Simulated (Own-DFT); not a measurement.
Simulation results for AlN (wurtzite, atoms displaced)

Computed with Own-DFT development build. A calculation, not a measurement: plane-wave PBE density functional theory by an unreviewed code, no spin, of a simulated periodic cell, stress positive in tension, free energy of the whole cell less one offset for each atom, forces on such cells passed a denser k mesh, this cell's mesh not checked; offsets are fitted by least squares, one for each functional and potential file, so energies compare only between cells with the same atoms and settings and are not formation energies; the far tail of each file's local potential was reset to the Coulomb form; each entry is a single point on an unrelaxed cell, so the pressure reflects the starting lattice, mostly measured values (interpolated for alloys), from which strain is counted, and rises with the displacements; printed positions are rounded, which can move forces by about a meV/angstrom; the program, named Own-DFT, is a retired in-house code; no spin-orbit coupling.

Settings shared by all entries: functional PBE; potential files PseudoDojo norm-conserving, scalar-relativistic, standard set; wave cutoff 42 hartree; occupations Fermi-Dirac; smearing width 0.1 eV; hardware one NVIDIA H100; k mesh 2 x 2 x 2 centred on Gamma.

```json
{"entry": 1, "formula": "AlN", "kind": "wurtzite, atoms displaced", "structure": {"cell_angstrom": [[12.448, 0.0, 0.0], [-6.224, 10.7803, 0.0], [0.0, 0.0, 9.964]], "atoms_fractional": [["Al", 0.08332, 0.16678, 0.00199], ["Al", 0.17052, 0.08195, 0.25117], ["N", 0.08328, 0.16487, 0.19364], ["N", 0.16645, 0.08439, 0.43955], ["Al", 0.08403, 0.16694, 0.50199], ["Al", 0.168, 0.08413, 0.7483], ["N", 0.08463, 0.1664, 0.6919], ["N", 0.16403, 0.08099, 0.945], ["Al", 0.08325, 0.41657, 0.00215], ["Al", 0.16671, 0.33414, 0.24869], ["N", 0.08198, 0.41593, 0.19149], ["N", 0.16675, 0.33134, 0.44077], ["Al", 0.08153, 0.41471, 0.50018], ["Al", 0.16301, 0.33205, 0.74916], ["N", 0.08348, 0.41654, 0.68947], ["N", 0.16678, 0.33353, 0.94427], ["Al", 0.08296, 0.66523, 0.99884], ["Al", 0.16924, 0.58535, 0.25188], ["N", 0.08049, 0.6664, 0.18852], ["N", 0.1652, 0.58189, 0.44155], ["Al", 0.08473, 0.66362, 0.50028], ["Al", 0.16791, 0.58276, 0.75026], ["N", 0.08355, 0.66661, 0.69188], ["N", 0.16701, 0.58481, 0.938], ["Al", 0.08598, 0.92232, 0.00229], ["Al", 0.16804, 0.8321, 0.24841], ["N", 0.08563, 0.91984, 0.19143], ["N", 0.16703, 0.83554, 0.43979], ["Al", 0.08455, 0.91837, 0.50276], ["Al", 0.16342, 0.83172, 0.74984], ["N", 0.08176, 0.91316, 0.68618], ["N", 0.1652, 0.83513, 0.94786], ["Al", 0.33254, 0.16652, 0.00169], ["Al", 0.4155, 0.08286, 0.24556], ["N", 0.33157, 0.16509, 0.19067], ["N", 0.41746, 0.0826, 0.4403], ["Al", 0.33181, 0.16389, 0.49704], ["Al", 0.42014, 0.08681, 0.75112], ["N", 0.33605, 0.16842, 0.69084], ["N", 0.41751, 0.08617, 0.9397], ["Al", 0.33323, 0.41705, 0.99606], ["Al", 0.41762, 0.33539, 0.24735], ["N", 0.33231, 0.41642, 0.19137], ["N", 0.41761, 0.33452, 0.44131], ["Al", 0.33446, 0.4152, 0.49924], ["Al", 0.41857, 0.33545, 0.75042], ["N", 0.33365, 0.4191, 0.69153], ["N", 0.41696, 0.33161, 0.93978], ["Al", 0.3308, 0.66707, 0.99715], ["Al", 0.41512, 0.58101, 0.24831], ["N", 0.33351, 0.66628, 0.19056], ["N", 0.41665, 0.58172, 0.44139], ["Al", 0.33221, 0.66622, 0.50217], ["Al", 0.41843, 0.58364, 0.75205], ["N", 0.33719, 0.66684, 0.6898], ["N", 0.4141, 0.5818, 0.94334], ["Al", 0.33542, 0.91815, 0.99853], ["Al", 0.41672, 0.83298, 0.24643], ["N", 0.33124, 0.91563, 0.18994], ["N", 0.42045, 0.83592, 0.44232], ["Al", 0.33488, 0.91556, 0.50056], ["Al", 0.41944, 0.83644, 0.75075], ["N", 0.33298, 0.9155, 0.69027], ["N", 0.41489, 0.83097, 0.94166], ["Al", 0.58172, 0.16426, 0.00068], ["Al", 0.66862, 0.08272, 0.25063], ["N", 0.58546, 0.16871, 0.18762], ["N", 0.66506, 0.08529, 0.4414], ["Al", 0.58478, 0.16772, 0.49744], ["Al", 0.66653, 0.08331, 0.75055], ["N", 0.5835, 0.16376, 0.68822], ["N", 0.66778, 0.08631, 0.9448], ["Al", 0.5826, 0.4176, 0.99913], ["Al", 0.66864, 0.33365, 0.24874], ["N", 0.58443, 0.41462, 0.19345], ["N", 0.66713, 0.33319, 0.44031], ["Al", 0.58408, 0.41855, 0.49862], ["Al", 0.66687, 0.33251, 0.74762], ["N", 0.58182, 0.41581, 0.69417], ["N", 0.66481, 0.33421, 0.93945], ["Al", 0.58392, 0.66453, 0.002], ["Al", 0.66742, 0.58171, 0.25091], ["N", 0.58234, 0.66735, 0.19375], ["N", 0.66567, 0.58403, 0.44291], ["Al", 0.58267, 0.66649, 0.50325], ["Al", 0.6664, 0.58343, 0.75434], ["N", 0.58382, 0.66527, 0.6906], ["N", 0.663, 0.58043, 0.94189], ["Al", 0.58387, 0.91651, 0.99926], ["Al", 0.66895, 0.83812, 0.25087], ["N", 0.58392, 0.91619, 0.1913], ["N", 0.66741, 0.83495, 0.4391], ["Al", 0.58336, 0.918, 0.50115], ["Al", 0.66569, 0.83189, 0.7478], ["N", 0.58437, 0.9191, 0.6948], ["N", 0.6664, 0.83511, 0.94034], ["Al", 0.8337, 0.1673, 0.00322], ["Al", 0.91424, 0.08232, 0.24832], ["N", 0.83488, 0.169, 0.19011], ["N", 0.91534, 0.08147, 0.43835], ["Al", 0.83206, 0.16421, 0.49834], ["Al", 0.91416, 0.08377, 0.75062], ["N", 0.83453, 0.16387, 0.69015], ["N", 0.9157, 0.08409, 0.9405], ["Al", 0.83776, 0.42052, 0.00094], ["Al", 0.91904, 0.33484, 0.25076], ["N", 0.83473, 0.4167, 0.18968], ["N", 0.91683, 0.33408, 0.44325], ["Al", 0.83317, 0.41691, 0.50324], ["Al", 0.92031, 0.33875, 0.7515], ["N", 0.83396, 0.41684, 0.68776], ["N", 0.91309, 0.33386, 0.93583], ["Al", 0.83052, 0.66439, 0.99794], ["Al", 0.9173, 0.58369, 0.25281], ["N", 0.83496, 0.666, 0.18875], ["N", 0.9153, 0.58407, 0.441], ["Al", 0.83535, 0.66769, 0.50574], ["Al", 0.91611, 0.58324, 0.75232], ["N", 0.83609, 0.6662, 0.68798], ["N", 0.9198, 0.5832, 0.9447], ["Al", 0.83488, 0.91797, 0.99947], ["Al", 0.91559, 0.83576, 0.24888], ["N", 0.83171, 0.9146, 0.19415], ["N", 0.91708, 0.83279, 0.44398], ["Al", 0.83305, 0.91558, 0.50218], ["Al", 0.91393, 0.82912, 0.75176], ["N", 0.83103, 0.91551, 0.69057], ["N", 0.91683, 0.83344, 0.94111]]}, "results": {"free_energy_of_cell_above_offsets [eV]": "-62.241", "pressure [GPa]": 3.77, "stress_xx [GPa]": -4.02, "stress_yy [GPa]": -3.35, "stress_zz [GPa]": -3.95, "stress_yz [GPa]": 0.14, "stress_xz [GPa]": 0.16, "stress_xy [GPa]": 0.39, "force_element": ["Al", "Al", "N", "N", "Al", "Al", "N", "N", "Al", "Al", "N", "N", "Al", "Al", "N", "N", "Al", "Al", "N", "N", "Al", "Al", "N", "N", "Al", "Al", "N", "N", "Al", "Al", "N", "N", "Al", "Al", "N", "N", "Al", "Al", "N", "N", "Al", "Al", "N", "N", "Al", "Al", "N", "N", "Al", "Al", "N", "N", "Al", "Al", "N", "N", "Al", "Al", "N", "N", "Al", "Al", "N", "N", "Al", "Al", "N", "N", "Al", "Al", "N", "N", "Al", "Al", "N", "N", "Al", "Al", "N", "N", "Al", "Al", "N", "N", "Al", "Al", "N", "N", "Al", "Al", "N", "N", "Al", "Al", "N", "N", "Al", "Al", "N", "N", "Al", "Al", "N", "N", "Al", "Al", "N", "N", "Al", "Al", "N", "N", "Al", "Al", "N", "N", "Al", "Al", "N", "N", "Al", "Al", "N", "N", "Al", "Al", "N", "N"], "force_x [eV/angstrom]": [-0.108, -1.318, -0.125, 0.186, -0.312, 0.215, -0.49, 0.237, -0.329, 0.131, 0.348, -0.318, 0.505, 0.888, -0.015, -0.362, 0.072, -0.658, 1.023, 0.511, -1.127, 0.104, 0.111, -0.027, -0.1, -0.956, -0.213, 0.55, -0.082, 0.66, -0.365, 0.466, -0.09, 0.594, 0.545, -0.134, 0.363, -0.343, -0.357, 0.053, 0.196, 0.025, 0.177, 0.181, -0.437, -0.526, 0.006, -0.541, 0.553, 0.209, -0.215, -0.401, 0.694, -0.243, -0.638, 0.437, -0.617, 0.041, 0.804, -0.476, -0.48, -0.393, -0.18, 0.203, 0.045, -0.744, -0.111, 0.853, -0.656, 0.484, -0.045, 0.157, 0.425, 0.12, -0.451, -0.039, 0.058, -0.103, 0.572, 0.704, -0.929, -0.216, 0.528, 0.563, -0.059, 0.276, -0.001, 0.453, -0.172, -0.154, -0.268, -0.196, 0.395, -0.105, 0.232, 0.523, -0.244, 0.8, 0.03, 0.089, 0.102, 0.854, -0.898, 0.251, -1.036, -0.595, 0.112, -0.081, -0.052, -0.345, -0.143, 1.109, 0.642, -0.206, -0.585, 0.592, -0.414, 0.519, -0.784, -1.047, -0.366, 1.109, -0.117, -0.137, 0.056, 0.086, 0.499, -0.047], "force_y [eV/angstrom]": [-0.104, 0.239, 0.181, -0.2, -0.28, -0.462, -0.176, 1.277, 0.058, -0.664, 0.567, 0.47, -0.049, 0.297, 0.264, -0.135, 0.884, -0.228, -0.238, -0.024, 0.973, 0.368, -0.44, -0.63, -1.552, 0.107, -0.758, -0.691, -0.363, 0.421, 0.681, -0.201, -0.016, 0.13, 0.733, 0.039, 0.614, -0.681, -0.216, -0.574, -0.392, -0.46, -0.123, -0.537, 0.268, -0.421, -0.612, 0.327, -0.295, 0.535, 0.013, 0.256, 0.109, -0.111, 0.243, 0.566, -0.192, 0.15, 0.249, -0.832, 0.289, -0.619, 0.318, 0.743, 1.166, 0.322, -0.667, -0.447, -0.047, 0.474, 0.666, -0.74, -0.974, -0.158, 0.451, 0.321, -0.348, -0.13, 0.536, 0.057, 0.793, 0.57, -0.073, 0.209, 0.13, -0.335, 0.24, 0.682, 0.19, -1.349, 0.392, -0.142, 0.082, 0.303, -0.465, -0.681, 0.278, 0.228, -0.241, 0.211, 0.346, -0.457, 1.023, 0.08, -1.074, -0.097, 0.127, -0.328, 0.083, -1.274, 0.213, 0.053, 0.414, -0.059, 0.174, -0.233, -0.08, -0.224, -0.394, 0.251, -0.286, -0.663, 0.743, 0.157, 0.089, 1.042, -0.016, -0.198], "force_z [eV/angstrom]": [0.2, 0.048, -0.351, 0.523, -0.612, 0.402, 0.064, -1.15, -0.451, 0.321, -0.041, 0.061, -0.196, 0.304, 0.215, -0.637, 0.387, -0.428, 0.514, -0.036, -0.026, -0.429, -0.007, 0.409, 0.297, 0.156, 0.155, 0.15, -1.176, 0.489, 1.451, -1.185, -0.355, 0.731, -0.067, -0.401, 0.364, -0.552, -0.121, 0.325, 0.634, 0.574, -0.609, -0.379, 0.241, -0.239, 0.177, 0.428, 0.554, 0.523, -0.208, -0.117, -0.51, -0.155, 0.586, -0.326, -0.001, 0.685, -0.246, -0.517, -0.184, -0.166, 0.551, -0.106, -0.251, -0.218, 0.713, -0.353, 0.202, 0.326, 0.214, -0.602, 0.393, 0.128, -0.633, 0.099, 0.371, 0.402, -0.653, 0.123, 0.307, 0.195, -0.394, -0.037, -0.991, -1.002, 0.562, -0.107, 0.108, 0.077, -0.302, 0.822, 0.074, 0.472, -0.566, 0.0, -0.784, 0.325, 0.418, 0.421, 0.314, -0.052, -0.042, 0.346, -0.058, 0.363, 0.332, -0.375, -1.004, -0.859, 0.943, 1.155, 0.652, -0.397, 0.167, 0.378, -1.6, -0.157, 1.767, -1.064, 0.11, 0.601, -1.041, -0.433, -0.475, -0.416, 0.406, 0.045], "wall_time [s]": 381.2}}
{"entry": 2, "formula": "AlN", "kind": "wurtzite, atoms displaced", "structure": {"cell_angstrom": [[12.448, 0.0, 0.0], [-6.224, 10.7803, 0.0], [0.0, 0.0, 9.964]], "atoms_fractional": [["Al", 0.08233, 0.16782, 0.00106], ["Al", 0.16489, 0.07995, 0.25106], ["N", 0.08297, 0.16767, 0.19161], ["N", 0.16293, 0.08298, 0.43908], ["Al", 0.08545, 0.16793, 0.50056], ["Al", 0.16262, 0.08245, 0.75129], ["N", 0.08144, 0.1616, 0.6912], ["N", 0.16889, 0.0819, 0.94171], ["Al", 0.08317, 0.41697, 0.00142], ["Al", 0.16461, 0.33334, 0.24954], ["N", 0.08445, 0.41576, 0.192], ["N", 0.16822, 0.33415, 0.4386], ["Al", 0.08483, 0.41417, 0.5026], ["Al", 0.16975, 0.33495, 0.74833], ["N", 0.08311, 0.41703, 0.68941], ["N", 0.16705, 0.33163, 0.93964], ["Al", 0.08256, 0.66836, 0.99888], ["Al", 0.16612, 0.58284, 0.2545], ["N", 0.08224, 0.66507, 0.19121], ["N", 0.16931, 0.58554, 0.43993], ["Al", 0.08143, 0.66357, 0.49948], ["Al", 0.16749, 0.58684, 0.75348], ["N", 0.0838, 0.6649, 0.69307], ["N", 0.16549, 0.58331, 0.94025], ["Al", 0.08197, 0.91615, 0.99999], ["Al", 0.1671, 0.8308, 0.25003], ["N", 0.08395, 0.91786, 0.18959], ["N", 0.17103, 0.83779, 0.44272], ["Al", 0.08052, 0.91418, 0.49996], ["Al", 0.16685, 0.83348, 0.74882], ["N", 0.08122, 0.91441, 0.69166], ["N", 0.1685, 0.83401, 0.94015], ["Al", 0.33106, 0.16615, 0.00034], ["Al", 0.41873, 0.08516, 0.24849], ["N", 0.33519, 0.16696, 0.19178], ["N", 0.41804, 0.08882, 0.43854], ["Al", 0.334, 0.16757, 0.49873], ["Al", 0.41627, 0.08093, 0.75494], ["N", 0.33301, 0.16654, 0.69006], ["N", 0.4158, 0.08175, 0.94115], ["Al", 0.3347, 0.41655, 0.00185], ["Al", 0.41524, 0.33506, 0.25391], ["N", 0.3338, 0.4167, 0.19125], ["N", 0.41789, 0.33379, 0.44168], ["Al", 0.33404, 0.41744, 0.50278], ["Al", 0.41458, 0.33389, 0.7497], ["N", 0.33237, 0.41518, 0.69286], ["N", 0.41955, 0.33455, 0.93712], ["Al", 0.33567, 0.66876, 0.99923], ["Al", 0.41659, 0.58354, 0.25275], ["N", 0.33049, 0.66455, 0.19286], ["N", 0.41691, 0.58277, 0.44302], ["Al", 0.33367, 0.66705, 0.49934], ["Al", 0.41534, 0.58291, 0.74299], ["N", 0.33394, 0.66899, 0.68891], ["N", 0.41502, 0.57994, 0.94138], ["Al", 0.33201, 0.91456, 0.00362], ["Al", 0.41539, 0.83473, 0.25226], ["N", 0.33249, 0.91492, 0.1921], ["N", 0.42128, 0.8369, 0.44226], ["Al", 0.33302, 0.91509, 0.49977], ["Al", 0.41284, 0.83025, 0.75394], ["N", 0.33296, 0.91647, 0.69188], ["N", 0.41975, 0.83581, 0.94286], ["Al", 0.58336, 0.16551, 0.00216], ["Al", 0.66651, 0.08026, 0.25455], ["N", 0.58536, 0.17102, 0.19246], ["N", 0.6645, 0.08118, 0.44241], ["Al", 0.5811, 0.16548, 0.497], ["Al", 0.66842, 0.08709, 0.74814], ["N", 0.58571, 0.1672, 0.69057], ["N", 0.66731, 0.0848, 0.94148], ["Al", 0.58312, 0.41694, 0.00344], ["Al", 0.66581, 0.33454, 0.24874], ["N", 0.58285, 0.41525, 0.19341], ["N", 0.66801, 0.33129, 0.4433], ["Al", 0.57792, 0.41361, 0.49928], ["Al", 0.66551, 0.33198, 0.74935], ["N", 0.58048, 0.41593, 0.69211], ["N", 0.66202, 0.3321, 0.93888], ["Al", 0.58032, 0.66232, 0.00059], ["Al", 0.665, 0.58415, 0.25375], ["N", 0.5849, 0.66937, 0.18695], ["N", 0.66607, 0.58221, 0.44066], ["Al", 0.5835, 0.66355, 0.50117], ["Al", 0.66681, 0.58442, 0.75452], ["N", 0.58591, 0.66863, 0.69065], ["N", 0.66542, 0.58244, 0.93876], ["Al", 0.58384, 0.91638, 0.99933], ["Al", 0.66913, 0.83511, 0.24801], ["N", 0.58129, 0.91334, 0.18947], ["N", 0.66865, 0.83295, 0.44002], ["Al", 0.58594, 0.9173, 0.49612], ["Al", 0.66909, 0.83413, 0.74998], ["N", 0.58379, 0.91568, 0.69074], ["N", 0.66611, 0.83282, 0.94203], ["Al", 0.83093, 0.16439, 0.99944], ["Al", 0.91623, 0.07988, 0.2495], ["N", 0.83091, 0.16606, 0.19398], ["N", 0.91754, 0.08364, 0.43923], ["Al", 0.82931, 0.16439, 0.49372], ["Al", 0.91855, 0.08264, 0.75074], ["N", 0.82772, 0.16612, 0.68895], ["N", 0.91359, 0.08029, 0.93811], ["Al", 0.83544, 0.41913, 0.99779], ["Al", 0.91615, 0.33042, 0.25144], ["N", 0.83156, 0.41747, 0.18967], ["N", 0.91343, 0.33208, 0.4407], ["Al", 0.83502, 0.41522, 0.50167], ["Al", 0.91408, 0.3336, 0.75061], ["N", 0.82952, 0.41298, 0.68977], ["N", 0.91637, 0.33322, 0.94358], ["Al", 0.83081, 0.66576, 0.99846], ["Al", 0.91809, 0.58242, 0.24776], ["N", 0.83174, 0.66719, 0.19122], ["N", 0.91649, 0.58478, 0.43769], ["Al", 0.8318, 0.66555, 0.4971], ["Al", 0.91743, 0.58079, 0.75066], ["N", 0.83184, 0.66649, 0.69099], ["N", 0.91598, 0.5815, 0.93923], ["Al", 0.83205, 0.91635, 0.00076], ["Al", 0.91593, 0.8333, 0.24999], ["N", 0.83527, 0.917, 0.18866], ["N", 0.91648, 0.83238, 0.44], ["Al", 0.83359, 0.91794, 0.50081], ["Al", 0.92089, 0.83574, 0.7506], ["N", 0.83261, 0.91732, 0.69014], ["N", 0.91673, 0.83146, 0.94045]]}, "results": {"free_energy_of_cell_above_offsets [eV]": "-62.159", "pressure [GPa]": 3.82, "stress_xx [GPa]": -3.96, "stress_yy [GPa]": -3.21, "stress_zz [GPa]": -4.3, "stress_yz [GPa]": -0.06, "stress_xz [GPa]": -0.09, "stress_xy [GPa]": -0.41, "force_element": ["Al", "Al", "N", "N", "Al", "Al", "N", "N", "Al", "Al", "N", "N", "Al", "Al", "N", "N", "Al", "Al", "N", "N", "Al", "Al", "N", "N", "Al", "Al", "N", "N", "Al", "Al", "N", "N", "Al", "Al", "N", "N", "Al", "Al", "N", "N", "Al", "Al", "N", "N", "Al", "Al", "N", "N", "Al", "Al", "N", "N", "Al", "Al", "N", "N", "Al", "Al", "N", "N", "Al", "Al", "N", "N", "Al", "Al", "N", "N", "Al", "Al", "N", "N", "Al", "Al", "N", "N", "Al", "Al", "N", "N", "Al", "Al", "N", "N", "Al", "Al", "N", "N", "Al", "Al", "N", "N", "Al", "Al", "N", "N", "Al", "Al", "N", "N", "Al", "Al", "N", "N", "Al", "Al", "N", "N", "Al", "Al", "N", "N", "Al", "Al", "N", "N", "Al", "Al", "N", "N", "Al", "Al", "N", "N", "Al", "Al", "N", "N"], "force_x [eV/angstrom]": [0.321, 0.142, 0.154, 0.82, -0.518, 1.504, -0.318, -1.263, 0.261, 0.752, -0.689, 0.098, -0.8, -0.957, 0.133, -0.247, 0.265, 0.034, 0.31, -0.306, 0.012, 0.491, -0.457, 0.293, 0.386, -0.598, 0.151, -0.609, 0.283, -0.012, 0.543, -0.424, 0.898, -0.146, -0.729, 0.155, -0.468, -0.003, -0.29, -0.014, -0.01, 0.528, -0.293, -1.129, 0.04, 0.966, -0.147, -0.728, -0.135, 0.047, 0.305, 0.005, 0.134, 0.465, -0.156, -0.324, 0.16, 0.626, -0.061, -0.608, 0.403, 0.911, 0.051, -0.589, -0.267, -0.75, 0.436, -0.12, 0.274, -0.359, -0.981, -0.103, 0.044, 0.559, -0.722, -0.584, 1.718, -0.764, 0.181, 0.986, 0.031, 0.338, -0.212, -0.22, -0.02, 0.117, -0.428, 0.048, 0.22, -0.19, -0.018, -0.119, 0.065, -0.693, -0.361, 0.185, 0.109, -0.234, 0.686, -0.143, 0.601, -1.38, 1.852, 0.372, -0.77, -0.58, 0.719, 1.169, -0.981, 0.549, 0.48, 0.175, 0.261, -0.917, 0.285, 0.419, 0.104, -0.873, 0.62, -0.138, 0.274, 0.404, -0.254, -0.314, 0.273, -1.17, 0.798, -0.304], "force_y [eV/angstrom]": [-0.542, 0.893, -0.343, -0.152, -0.313, -0.18, 1.374, 0.115, -0.101, -0.104, 0.246, -0.065, 0.373, -0.732, 0.049, 0.41, -0.294, -0.177, 0.232, -0.68, 0.761, -0.861, 0.336, 0.268, -0.045, 0.475, -0.801, -1.234, 0.558, -0.002, 0.541, -0.195, 0.465, -0.075, 0.112, -1.32, -0.431, 0.692, -0.281, -0.088, -0.42, -0.57, 0.117, -0.081, -0.359, -0.521, 0.497, -0.303, -0.568, 0.194, 0.487, 0.047, 0.588, 0.438, -0.722, 0.583, 0.513, -0.621, 0.44, -0.706, 1.14, 1.215, -0.237, -0.618, 0.391, 0.334, -1.204, 0.135, 0.3, -1.342, -0.358, -0.419, -0.25, 0.08, 0.664, 0.58, 0.453, 0.038, 0.331, 0.273, 0.746, -0.145, -0.623, -0.276, 0.866, -0.497, -0.536, -0.003, 0.38, -0.379, 0.599, -0.238, -0.464, 0.11, 0.1, -0.358, 0.36, 0.81, -0.527, 0.069, 0.284, 0.114, 0.466, 0.581, -1.026, 0.697, -0.218, 0.169, 0.314, -0.506, 0.903, -0.101, -0.078, 0.016, -0.215, -0.464, 0.049, 0.218, 0.02, 0.686, -0.425, -0.156, -0.079, 0.101, -0.2, -0.943, -0.008, 0.381], "force_z [eV/angstrom]": [-0.166, -0.325, -0.201, 0.435, -0.234, -0.081, -0.23, -0.105, -0.218, -0.061, -0.016, 0.644, -0.612, 0.478, 0.599, 0.125, 0.132, -0.947, -0.201, 0.655, 0.157, -0.572, -0.56, 0.454, -0.014, 0.203, 0.228, -0.308, 0.015, 0.119, -0.289, 0.121, 0.013, 0.109, -0.021, 0.09, 0.333, -0.905, 0.175, 0.786, -0.37, -0.671, 0.264, -0.002, -0.437, 0.106, -0.762, 0.948, 0.432, -0.573, -0.087, 0.069, -0.045, 1.114, 0.277, -0.65, -0.485, -0.206, 0.083, -0.32, 0.313, -0.676, -0.149, -0.038, -0.248, -0.886, -0.077, -0.515, 0.747, 0.343, -0.21, -0.094, -0.506, 0.751, -0.027, -0.445, 0.658, -0.029, -0.41, 0.485, -0.528, -0.801, 1.014, 0.117, 0.024, -1.162, 0.055, 0.959, -0.087, 0.141, 0.394, -0.287, 1.288, 0.126, 0.062, -0.088, 0.297, 0.055, -0.395, 0.211, 1.063, -0.559, -0.195, 0.667, 0.448, -0.391, -0.059, -0.011, -0.438, -0.077, 0.362, -0.393, 0.271, 0.09, -0.159, 0.495, 0.663, -0.474, -0.041, 0.209, -0.503, -0.124, 0.22, 0.02, -0.058, -0.149, 0.144, 0.106], "wall_time [s]": 375.2}}
```
